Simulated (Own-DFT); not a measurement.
# Computed records: GaAs (zincblende with one plane slipped along a stacking-fault path, atoms displaced)

A calculation, not a measurement: plane-wave PBE density functional theory by an unreviewed code, no spin, of a simulated periodic cell, stress positive in tension, free energy of the whole cell less one offset for each atom, forces on such cells passed a denser k mesh, this cell's mesh not checked; offsets are fitted by least squares, one for each functional and potential file, so energies compare only between cells with the same atoms and settings and are not formation energies; the far tail of each file's local potential was reset to the Coulomb form; each entry is a single point on an unrelaxed cell, so the pressure reflects the starting lattice, mostly measured values (interpolated for alloys), from which strain is counted, and rises with the displacements; printed positions are rounded, which can move forces by about a meV/angstrom; the program, named Own-DFT, is a retired in-house code; no spin-orbit coupling. Program: Own-DFT development build.

Common to all runs: functional PBE; potential files PseudoDojo norm-conserving, scalar-relativistic, standard set; wave cutoff 42 hartree; occupations Fermi-Dirac; smearing width 0.1 eV; k mesh 4 x 4 x 2 centred on Gamma.

(1) GaAs (zincblende with one plane slipped along a stacking-fault path, atoms displaced)

```
GaAs
1.0
      5.6533    -5.6533     0.0000
      0.0000     5.6533    -5.6533
     11.7777    11.7777    10.3644
Ga As Ga As Ga As Ga As Ga As Ga As Ga As Ga As Ga As Ga As Ga As Ga As Ga As Ga As Ga As Ga As Ga As Ga As Ga As Ga As Ga As Ga As Ga As Ga As
1 1 1 1 1 1 1 1 1 1 1 1 1 1 1 1 1 1 1 1 1 1 1 1 1 1 1 1 1 1 1 1 1 1 1 1 1 1 1 1 1 1 1 1 1 1 1 1
Direct
  0.99223 0.00131 0.00108
  0.98351 0.97868 0.12500
  0.15798 0.31350 0.15818
  0.13158 0.27872 0.29489
  0.30083 0.09916 0.33585
  0.29437 0.10914 0.45509
  0.03157 0.08090 0.50290
  0.03582 0.07448 0.62255
  0.18753 0.38446 0.66678
  0.18806 0.35767 0.79336
  0.32228 0.18765 0.83238
  0.32778 0.17474 0.95614
  0.00971 0.51399 0.00446
  0.97680 0.45921 0.12478
  0.16610 0.80660 0.16567
  0.13897 0.78856 0.29102
  0.31539 0.61432 0.33545
  0.29800 0.58667 0.45758
  0.03544 0.58006 0.50004
  0.02558 0.55645 0.62408
  0.18081 0.89012 0.66761
  0.19318 0.87393 0.78595
  0.34778 0.69783 0.82662
  0.33322 0.65648 0.95889
  0.50095 0.00143 0.00503
  0.48186 0.97800 0.12842
  0.63609 0.28255 0.16202
  0.63664 0.27186 0.29139
  0.80212 0.12548 0.33403
  0.80174 0.09911 0.45619
  0.55002 0.08655 0.49798
  0.52826 0.06656 0.63263
  0.71741 0.39457 0.66881
  0.67169 0.34640 0.79092
  0.85180 0.19318 0.83423
  0.83762 0.18278 0.95862
  0.47904 0.49826 0.99882
  0.49865 0.48262 0.12560
  0.64742 0.81045 0.16321
  0.64778 0.78576 0.28838
  0.81175 0.61575 0.33583
  0.81018 0.60142 0.45907
  0.53705 0.58186 0.49638
  0.53761 0.56205 0.62369
  0.70955 0.91992 0.66050
  0.68801 0.86285 0.79438
  0.84073 0.70441 0.83491
  0.84718 0.67272 0.96072
```

```
free energy of cell above offsets : -9.859 eV
pressure                          : 6.5 GPa
stress xx                         : -7.82 GPa
stress yy                         : -6.99 GPa
stress zz                         : -4.68 GPa
stress yz                         : 0.06 GPa
stress xz                         : -1.48 GPa
stress xy                         : 3.33 GPa
```

Force:
| element | x (eV/Å) | y (eV/Å) | z (eV/Å) |
| --- | --- | --- | --- |
| Ga | -0.12 | -0.188 | -0.064 |
| As | 0.494 | -0.564 | 0.084 |
| Ga | 0.951 | 0.321 | 1.403 |
| As | 0.172 | -0.965 | -1.003 |
| Ga | -0.438 | 0.234 | -0.999 |
| As | 0.774 | -1.285 | -0.911 |
| Ga | 1.857 | -0.143 | 1.422 |
| As | 0.273 | -0.212 | 0.527 |
| Ga | 1.145 | -0.018 | -0.767 |
| As | -1.581 | 1.362 | -1.837 |
| Ga | 1.861 | -1.739 | 0.906 |
| As | 0.463 | -0.238 | 0.7 |
| Ga | -0.551 | -0.705 | 0.417 |
| As | 0.464 | 1.042 | -0.812 |
| Ga | -1.666 | 1.29 | 1.236 |
| As | 0.217 | -1.006 | 0.56 |
| Ga | -0.852 | -0.225 | -0.307 |
| As | -3.298 | 0.706 | -1.652 |
| Ga | 3.825 | -0.79 | 1.953 |
| As | 1.123 | -0.488 | -0.957 |
| Ga | -0.282 | -1.017 | -0.314 |
| As | -0.308 | 1.301 | 1.264 |
| Ga | 0.563 | 0.119 | 0.783 |
| As | -0.913 | 1.436 | -2.534 |
| Ga | -0.957 | -0.648 | -0.484 |
| As | -0.655 | -1.711 | 0.13 |
| Ga | 1.766 | 1.521 | -0.858 |
| As | -0.657 | 1.044 | -1.285 |
| Ga | 0.142 | -1.297 | 0.906 |
| As | -1.692 | -1.368 | -1.881 |
| Ga | -0.162 | 3.363 | 2.062 |
| As | -1.373 | -0.381 | -1.054 |
| Ga | -1.308 | 1.365 | 0.464 |
| As | 0.736 | 1.043 | -0.597 |
| Ga | -0.265 | 0.279 | 0.203 |
| As | 0.113 | 0.273 | 0.233 |
| Ga | 2.007 | -1.79 | 0.993 |
| As | -0.674 | -0.155 | -0.198 |
| Ga | 0.747 | -0.189 | 0.562 |
| As | 0.317 | 0.565 | 0.04 |
| Ga | -0.766 | -0.348 | 0.144 |
| As | -3.872 | 0.743 | -2.208 |
| Ga | 3.647 | -0.03 | 2.195 |
| As | 0.21 | 0.382 | -0.136 |
| Ga | -0.112 | -0.219 | 2.123 |
| As | -1.121 | 0.333 | -1.585 |
| Ga | 0.879 | -1.907 | 1.449 |
| As | -1.12 | 0.902 | -0.314 |

(2) GaAs (zincblende with one plane slipped along a stacking-fault path, atoms displaced)

```
GaAs
1.0
      5.6533    -5.6533     0.0000
      0.0000     5.6533    -5.6533
     11.7777    11.7777    10.3644
Ga As Ga As Ga As Ga As Ga As Ga As Ga As Ga As Ga As Ga As Ga As Ga As Ga As Ga As Ga As Ga As Ga As Ga As Ga As Ga As Ga As Ga As Ga As Ga As
1 1 1 1 1 1 1 1 1 1 1 1 1 1 1 1 1 1 1 1 1 1 1 1 1 1 1 1 1 1 1 1 1 1 1 1 1 1 1 1 1 1 1 1 1 1 1 1
Direct
  0.00451 0.00427 0.00237
  0.99179 0.97804 0.12835
  0.14949 0.29844 0.16744
  0.14876 0.29062 0.29388
  0.31114 0.11235 0.33253
  0.29161 0.09155 0.45813
  0.04873 0.09921 0.50448
  0.02647 0.06374 0.62216
  0.20422 0.39793 0.66741
  0.18403 0.35674 0.79491
  0.37049 0.19868 0.83219
  0.33822 0.15655 0.95478
  0.00295 0.50896 0.99513
  0.97785 0.46173 0.11841
  0.15612 0.81340 0.16949
  0.13163 0.77788 0.28837
  0.31380 0.62868 0.33414
  0.27743 0.57894 0.45945
  0.04441 0.59444 0.50618
  0.04433 0.56365 0.62329
  0.19228 0.88672 0.66688
  0.18479 0.87265 0.79748
  0.35764 0.70761 0.83274
  0.32500 0.66579 0.95843
  0.52478 0.02702 0.99862
  0.46106 0.95752 0.12293
  0.65126 0.30314 0.16553
  0.64708 0.28515 0.29124
  0.78951 0.10367 0.33150
  0.79007 0.08387 0.45358
  0.53835 0.07849 0.50098
  0.52512 0.06599 0.62300
  0.67742 0.38749 0.67027
  0.67180 0.35929 0.79416
  0.85635 0.19901 0.83388
  0.83601 0.18042 0.96322
  0.51175 0.49516 0.99811
  0.48682 0.47898 0.12668
  0.66013 0.81363 0.17114
  0.64672 0.79045 0.29276
  0.81274 0.62289 0.33197
  0.78389 0.58812 0.46157
  0.54805 0.57695 0.49854
  0.53073 0.56851 0.62282
  0.69396 0.89757 0.66223
  0.68845 0.86853 0.79489
  0.86344 0.69711 0.83259
  0.83145 0.65609 0.95760
```

```
free energy of cell above offsets : -10.482 eV
pressure                          : 6.3 GPa
stress xx                         : -6.49 GPa
stress yy                         : -8.05 GPa
stress zz                         : -4.37 GPa
stress yz                         : -2.07 GPa
stress xz                         : 0.14 GPa
stress xy                         : 3.27 GPa
```

Force:
| element | x (eV/Å) | y (eV/Å) | z (eV/Å) |
| --- | --- | --- | --- |
| Ga | -0.382 | -0.356 | 0.43 |
| As | -0.519 | -0.223 | -0.18 |
| Ga | 0.283 | 0.546 | -0.411 |
| As | -0.462 | 0.235 | 0.024 |
| Ga | -0.279 | 0.191 | 0.098 |
| As | -1.319 | -1.773 | -1.296 |
| Ga | -0.112 | 1.319 | 0.174 |
| As | 1.239 | 0.577 | 0.562 |
| Ga | -0.055 | -0.023 | 0.849 |
| As | 0.455 | -0.162 | -1.21 |
| Ga | -1.672 | 1.979 | 1.297 |
| As | 0.056 | 1.277 | -0.595 |
| Ga | 0.499 | 0.105 | 0.938 |
| As | 1.127 | 0.753 | -0.262 |
| Ga | -1.796 | -0.545 | 1.043 |
| As | 1.474 | 0.272 | -0.189 |
| Ga | -0.419 | -0.063 | 0.746 |
| As | 0.06 | -3.06 | -1.087 |
| Ga | -0.131 | 1.826 | 0.21 |
| As | -0.083 | 1.859 | 1.232 |
| Ga | 0.053 | 0.458 | 0.121 |
| As | -0.262 | -1.532 | -0.982 |
| Ga | -0.271 | -0.084 | 1.128 |
| As | 1.562 | -0.893 | -1.001 |
| Ga | -1.36 | 0.406 | 2.416 |
| As | 1.991 | -0.876 | -1.234 |
| Ga | -0.577 | -0.187 | 0.39 |
| As | -0.32 | 0.477 | -0.552 |
| Ga | 1.345 | -0.325 | -0.739 |
| As | -0.626 | -1.144 | -0.628 |
| Ga | 1.117 | 0.806 | 0.945 |
| As | 0.463 | 0.307 | 0.212 |
| Ga | 0.442 | -0.864 | -0.567 |
| As | 2.018 | -1.762 | -1.858 |
| Ga | -0.301 | 0.485 | 0.672 |
| As | 0.662 | -2.069 | -0.926 |
| Ga | -1.073 | 1.108 | 0.788 |
| As | 0.111 | -0.268 | -0.391 |
| Ga | -1.267 | -0.248 | -0.142 |
| As | -0.353 | -0.141 | 0.443 |
| Ga | -0.156 | 0.421 | 1.278 |
| As | 1.476 | -6.552 | -2.611 |
| Ga | -2.401 | 6.283 | 1.916 |
| As | 0.301 | -0.059 | 0.084 |
| Ga | 0.403 | 0.581 | 0.566 |
| As | -0.196 | -0.789 | -0.665 |
| Ga | -0.994 | 1.008 | 0.774 |
| As | 0.248 | 0.718 | -1.813 |

(3) GaAs (zincblende with one plane slipped along a stacking-fault path, atoms displaced)

```
GaAs
1.0
      5.6533    -5.6533     0.0000
      0.0000     5.6533    -5.6533
     11.7777    11.7777    10.3644
Ga As Ga As Ga As Ga As Ga As Ga As Ga As Ga As Ga As Ga As Ga As Ga As Ga As Ga As Ga As Ga As Ga As Ga As Ga As Ga As Ga As Ga As Ga As Ga As
1 1 1 1 1 1 1 1 1 1 1 1 1 1 1 1 1 1 1 1 1 1 1 1 1 1 1 1 1 1 1 1 1 1 1 1 1 1 1 1 1 1 1 1 1 1 1 1
Direct
  0.00869 0.00048 0.00021
  0.98534 0.96495 0.12577
  0.14915 0.29362 0.16794
  0.14492 0.27846 0.29373
  0.30174 0.09877 0.33277
  0.30429 0.09137 0.45589
  0.02953 0.06844 0.50154
  0.02695 0.06236 0.62487
  0.19623 0.37884 0.66597
  0.18870 0.37935 0.79084
  0.35035 0.19110 0.83610
  0.31895 0.16085 0.95630
  0.00253 0.49385 0.00265
  0.99358 0.47110 0.12272
  0.15143 0.81944 0.16837
  0.14315 0.79101 0.29380
  0.31289 0.60357 0.32957
  0.30158 0.59344 0.45651
  0.05674 0.58347 0.49997
  0.03700 0.56843 0.62812
  0.19643 0.88188 0.66651
  0.19813 0.87511 0.79122
  0.35455 0.69606 0.83286
  0.33400 0.66538 0.95863
  0.51065 0.00802 0.00192
  0.49741 0.00427 0.12945
  0.66048 0.31225 0.16264
  0.63422 0.27648 0.29360
  0.79053 0.10790 0.33023
  0.80504 0.10840 0.45721
  0.53490 0.07432 0.49649
  0.54800 0.06257 0.62665
  0.68487 0.39270 0.66620
  0.68993 0.36689 0.79298
  0.83488 0.18715 0.82812
  0.83737 0.19280 0.96261
  0.49391 0.47864 0.00445
  0.48608 0.46885 0.12346
  0.65008 0.81071 0.16269
  0.63860 0.77823 0.29259
  0.79903 0.60201 0.33447
  0.79876 0.58902 0.46244
  0.54725 0.58901 0.49704
  0.53925 0.58002 0.62133
  0.70673 0.88422 0.66474
  0.68297 0.86336 0.78817
  0.85359 0.70012 0.83274
  0.85184 0.67709 0.96022
```

```
free energy of cell above offsets : -10.819 eV
pressure                          : 6.19 GPa
stress xx                         : -7.31 GPa
stress yy                         : -6.98 GPa
stress zz                         : -4.28 GPa
stress yz                         : 0.13 GPa
stress xz                         : 0.14 GPa
stress xy                         : 2.13 GPa
```

Force:
| element | x (eV/Å) | y (eV/Å) | z (eV/Å) |
| --- | --- | --- | --- |
| Ga | -1.103 | 1.316 | 0.435 |
| As | -0.638 | 0.684 | -1.164 |
| Ga | 0.114 | -0.009 | 0.114 |
| As | -0.848 | 0.077 | 0.132 |
| Ga | 0.508 | 0.756 | -0.47 |
| As | -3.609 | 1.351 | -1.711 |
| Ga | 1.963 | -0.55 | 1.532 |
| As | 0.831 | -1.161 | 0.117 |
| Ga | 0.433 | 0.69 | -0.841 |
| As | -0.28 | -0.589 | 1.084 |
| Ga | -0.541 | -0.001 | -1.056 |
| As | 1.767 | -0.621 | -0.285 |
| Ga | 0.443 | 0.426 | -1.395 |
| As | 1.169 | 0.994 | -0.182 |
| Ga | 0.659 | -1.262 | 1.207 |
| As | -0.84 | -1.164 | 1.195 |
| Ga | -0.358 | 1.129 | 0.067 |
| As | -1.445 | -2.618 | -2.121 |
| Ga | 0.494 | 3.2 | 1.981 |
| As | -0.865 | -0.764 | 0.678 |
| Ga | 0.719 | 0.293 | -0.991 |
| As | -0.525 | 0.195 | 0.301 |
| Ga | 0.053 | 0.472 | 0.092 |
| As | 0.937 | -0.13 | -0.243 |
| Ga | -0.831 | 0.327 | 0.643 |
| As | -1.529 | -1.396 | 1.32 |
| Ga | 1.391 | 1.101 | -0.294 |
| As | -0.551 | -0.209 | -1.17 |
| Ga | 1.174 | -0.516 | 0.463 |
| As | -1.584 | -1.12 | -2.432 |
| Ga | 3.39 | 0.617 | 2.658 |
| As | -1.036 | 0.375 | -0.318 |
| Ga | 0.412 | -0.407 | -0.041 |
| As | -0.76 | 0.783 | -0.719 |
| Ga | 1.493 | -0.164 | 0.366 |
| As | -1.006 | -2.443 | 0.798 |
| Ga | -0.507 | -0.636 | -1.508 |
| As | 0.511 | 1.153 | -0.009 |
| Ga | -0.064 | 0.256 | 0.709 |
| As | 0.043 | -0.771 | -0.732 |
| Ga | 0.581 | 0.219 | 0.044 |
| As | -0.692 | -2.539 | -1.765 |
| Ga | 1.454 | 1.758 | 1.589 |
| As | -0.774 | -0.407 | 1.268 |
| Ga | -0.016 | 1.149 | -0.152 |
| As | 0.449 | -0.07 | 0.192 |
| Ga | 0.463 | -0.141 | 0.25 |
| As | -1.046 | 0.366 | 0.365 |

(4) GaAs (zincblende with one plane slipped along a stacking-fault path, atoms displaced)

```
GaAs
1.0
      5.6533    -5.6533     0.0000
      0.0000     5.6533    -5.6533
     11.7777    11.7777    10.3644
Ga As Ga As Ga As Ga As Ga As Ga As Ga As Ga As Ga As Ga As Ga As Ga As Ga As Ga As Ga As Ga As Ga As Ga As Ga As Ga As Ga As Ga As Ga As Ga As
1 1 1 1 1 1 1 1 1 1 1 1 1 1 1 1 1 1 1 1 1 1 1 1 1 1 1 1 1 1 1 1 1 1 1 1 1 1 1 1 1 1 1 1 1 1 1 1
Direct
  0.98860 0.00199 0.00084
  0.99363 0.98485 0.12268
  0.15674 0.30804 0.16545
  0.14893 0.27723 0.29020
  0.29426 0.11010 0.33663
  0.29689 0.08311 0.45844
  0.04333 0.09057 0.49999
  0.04106 0.07021 0.63056
  0.20561 0.40216 0.66552
  0.17985 0.36783 0.79232
  0.35267 0.20612 0.83470
  0.33067 0.16358 0.95911
  0.98433 0.48633 0.00526
  0.99671 0.48232 0.12164
  0.15990 0.81654 0.16464
  0.14535 0.79248 0.29180
  0.29338 0.61064 0.33519
  0.30290 0.60365 0.45848
  0.05734 0.60177 0.49879
  0.03682 0.55982 0.62637
  0.19340 0.88411 0.66831
  0.17138 0.85741 0.78916
  0.34861 0.70126 0.83357
  0.34479 0.67403 0.95850
  0.49624 0.00124 0.00062
  0.50004 0.97665 0.11976
  0.65301 0.30227 0.16341
  0.64516 0.29537 0.29348
  0.80542 0.11214 0.33344
  0.79837 0.08253 0.45725
  0.53069 0.07613 0.50368
  0.51863 0.06159 0.62538
  0.70027 0.39100 0.66936
  0.68358 0.37658 0.79007
  0.85257 0.18942 0.83335
  0.84944 0.18680 0.95553
  0.50177 0.51792 0.00725
  0.47267 0.47272 0.12461
  0.64502 0.80987 0.17021
  0.63008 0.77512 0.29449
  0.79571 0.61380 0.33440
  0.79814 0.58368 0.45345
  0.54862 0.58600 0.50702
  0.52891 0.55946 0.62654
  0.68581 0.88635 0.66844
  0.68618 0.87112 0.78970
  0.85509 0.68806 0.83366
  0.83876 0.66061 0.96038
```

```
free energy of cell above offsets : -11.755 eV
pressure                          : 5.98 GPa
stress xx                         : -7.33 GPa
stress yy                         : -6.39 GPa
stress zz                         : -4.23 GPa
stress yz                         : -0.68 GPa
stress xz                         : -1.68 GPa
stress xy                         : 1.47 GPa
```

Force:
| element | x (eV/Å) | y (eV/Å) | z (eV/Å) |
| --- | --- | --- | --- |
| Ga | 0.009 | -1.145 | 0.124 |
| As | -0.176 | 0.623 | 0.74 |
| Ga | -0.666 | 0.562 | 0.689 |
| As | -0.687 | 1.346 | -0.627 |
| Ga | 0.925 | -1.089 | -0.095 |
| As | -3.108 | 0.082 | -1.434 |
| Ga | 3.32 | 0.92 | 1.613 |
| As | -1.151 | -0.178 | -0.071 |
| Ga | -0.02 | 0.315 | 1.144 |
| As | 0.409 | -0.313 | -0.686 |
| Ga | -0.53 | -0.287 | 0.604 |
| As | 0.264 | 0.918 | -0.721 |
| Ga | 0.449 | -1.2 | -1.432 |
| As | 0.844 | 1.364 | 0.894 |
| Ga | 0.076 | -0.224 | 0.22 |
| As | -0.776 | -0.009 | 0.175 |
| Ga | -0.05 | -0.483 | 0.239 |
| As | 0.165 | -2.924 | -1.291 |
| Ga | 0.631 | 2.905 | 1.584 |
| As | -0.808 | 0.219 | -0.633 |
| Ga | -0.528 | 0.139 | -0.084 |
| As | 1.629 | 0.257 | -0.679 |
| Ga | -0.019 | -0.187 | 0.228 |
| As | -0.845 | 0.95 | -0.176 |
| Ga | -0.26 | -1.211 | -0.605 |
| As | 0.08 | 1.433 | 0.172 |
| Ga | 0.298 | 0.491 | 0.03 |
| As | -0.818 | -0.691 | 0.433 |
| Ga | -0.141 | -0.182 | -0.194 |
| As | -3.202 | 0.624 | -0.978 |
| Ga | 3.358 | -0.961 | 1.033 |
| As | 0.987 | -0.26 | 0.096 |
| Ga | -0.465 | -0.349 | -0.266 |
| As | 0.375 | -0.485 | 1.175 |
| Ga | -0.684 | 0.494 | -0.549 |
| As | -0.92 | 0.293 | 1.044 |
| Ga | -0.753 | -1.964 | 0.026 |
| As | 2.087 | -0.191 | -0.168 |
| Ga | 0.489 | -1.141 | 0.498 |
| As | -0.122 | 0.427 | -0.789 |
| Ga | 0.297 | -0.854 | -0.646 |
| As | -1.216 | 0.054 | -0.072 |
| Ga | 0.573 | 0.164 | 0.262 |
| As | 1.073 | -0.159 | -0.109 |
| Ga | 0.093 | -0.417 | -0.906 |
| As | 0.385 | 0.121 | 0.951 |
| Ga | -0.389 | 1.213 | 0.03 |
| As | -0.483 | 0.989 | -0.794 |

(5) GaAs (zincblende with one plane slipped along a stacking-fault path, atoms displaced)

```
GaAs
1.0
      5.6533    -5.6533     0.0000
      0.0000     5.6533    -5.6533
     11.7777    11.7777    10.3644
Ga As Ga As Ga As Ga As Ga As Ga As Ga As Ga As Ga As Ga As Ga As Ga As Ga As Ga As Ga As Ga As Ga As Ga As Ga As Ga As Ga As Ga As Ga As Ga As
1 1 1 1 1 1 1 1 1 1 1 1 1 1 1 1 1 1 1 1 1 1 1 1 1 1 1 1 1 1 1 1 1 1 1 1 1 1 1 1 1 1 1 1 1 1 1 1
Direct
  0.00033 0.00542 0.99578
  0.98825 0.97095 0.13208
  0.15230 0.30246 0.16412
  0.15176 0.28053 0.29158
  0.30874 0.12503 0.33399
  0.30299 0.08453 0.45824
  0.04452 0.08409 0.50140
  0.02034 0.06326 0.62768
  0.19781 0.39365 0.66611
  0.19299 0.37714 0.79175
  0.35454 0.20726 0.83518
  0.34390 0.18912 0.95793
  0.98659 0.49046 0.00256
  0.99044 0.48025 0.12685
  0.15223 0.79966 0.16568
  0.15523 0.79368 0.28942
  0.30300 0.60118 0.33678
  0.29174 0.57575 0.45656
  0.06088 0.59518 0.50493
  0.04353 0.56913 0.62582
  0.20579 0.89276 0.66684
  0.18687 0.86809 0.78873
  0.35277 0.69227 0.83427
  0.34192 0.67532 0.96138
  0.50844 0.01259 0.99508
  0.50215 0.99113 0.12514
  0.64977 0.30535 0.17178
  0.64068 0.27484 0.28706
  0.81118 0.11102 0.33442
  0.78976 0.07710 0.46049
  0.54976 0.09046 0.49971
  0.54121 0.06988 0.62707
  0.69599 0.39409 0.66115
  0.69551 0.36566 0.78975
  0.85147 0.19264 0.83750
  0.83963 0.17459 0.95691
  0.50165 0.49356 0.00133
  0.50256 0.50115 0.12563
  0.65041 0.80721 0.16418
  0.65195 0.79639 0.29676
  0.79821 0.60591 0.33212
  0.80127 0.60558 0.46112
  0.53023 0.56584 0.49742
  0.53726 0.56688 0.62209
  0.70105 0.89025 0.66653
  0.67772 0.87205 0.78828
  0.84671 0.69604 0.83349
  0.83566 0.66607 0.95574
```

```
free energy of cell above offsets : -11.485 eV
pressure                          : 5.96 GPa
stress xx                         : -7.02 GPa
stress yy                         : -6.99 GPa
stress zz                         : -3.87 GPa
stress yz                         : -0.03 GPa
stress xz                         : -0.63 GPa
stress xy                         : 1.66 GPa
```

Force:
| element | x (eV/Å) | y (eV/Å) | z (eV/Å) |
| --- | --- | --- | --- |
| Ga | 0.751 | -0.025 | 1.228 |
| As | -0.824 | -0.761 | -1.232 |
| Ga | 0.599 | 0.043 | -0.133 |
| As | -1.016 | 0.895 | -0.914 |
| Ga | 0.512 | -1.161 | 0.998 |
| As | -2.895 | -0.247 | -1.182 |
| Ga | 1.963 | 0.888 | 1.184 |
| As | 1.055 | -1.373 | -0.513 |
| Ga | 0.457 | -0.216 | 0.243 |
| As | -0.566 | -0.131 | 0.489 |
| Ga | -0.364 | -1.066 | -0.122 |
| As | -0.574 | -0.473 | 1.038 |
| Ga | 0.73 | -0.373 | -0.629 |
| As | -0.484 | -0.147 | 0.461 |
| Ga | 0.861 | -0.163 | -0.361 |
| As | -0.054 | 0.449 | 0.921 |
| Ga | -0.352 | -0.322 | -1.191 |
| As | -2.299 | -0.79 | -1.1 |
| Ga | -0.244 | 2.154 | 0.707 |
| As | -0.197 | 0.528 | 0.202 |
| Ga | -0.392 | 0.474 | -0.501 |
| As | 0.761 | 0.857 | 0.344 |
| Ga | -0.045 | 0.862 | -0.158 |
| As | -0.51 | 0.112 | 0.027 |
| Ga | 0.027 | 0.485 | 0.91 |
| As | -1.089 | -0.066 | -0.168 |
| Ga | -0.889 | -0.791 | -1.503 |
| As | 1.535 | 1.482 | 0.864 |
| Ga | 0.585 | 0.461 | -0.356 |
| As | -1.543 | -2.33 | -1.552 |
| Ga | 2.463 | 2.036 | 1.493 |
| As | -0.65 | -0.552 | -0.006 |
| Ga | 0.917 | 0.28 | 0.199 |
| As | -0.324 | 0.536 | -0.322 |
| Ga | -0.558 | -0.84 | -0.868 |
| As | 0.302 | 0.364 | 0.176 |
| Ga | 0.597 | 0.792 | -0.942 |
| As | -0.951 | -0.978 | 1.631 |
| Ga | 1.278 | 1.309 | -0.097 |
| As | -1.565 | -0.815 | 0.445 |
| Ga | 0.8 | -0.422 | -0.072 |
| As | 0.185 | -2.743 | -1.865 |
| Ga | 2.168 | 0.984 | 1.987 |
| As | -0.322 | 0.415 | 0.158 |
| Ga | -0.774 | 0.444 | 0.265 |
| As | 1.084 | -0.16 | 0.497 |
| Ga | -0.54 | -0.589 | -0.438 |
| As | 0.391 | 0.684 | -0.242 |
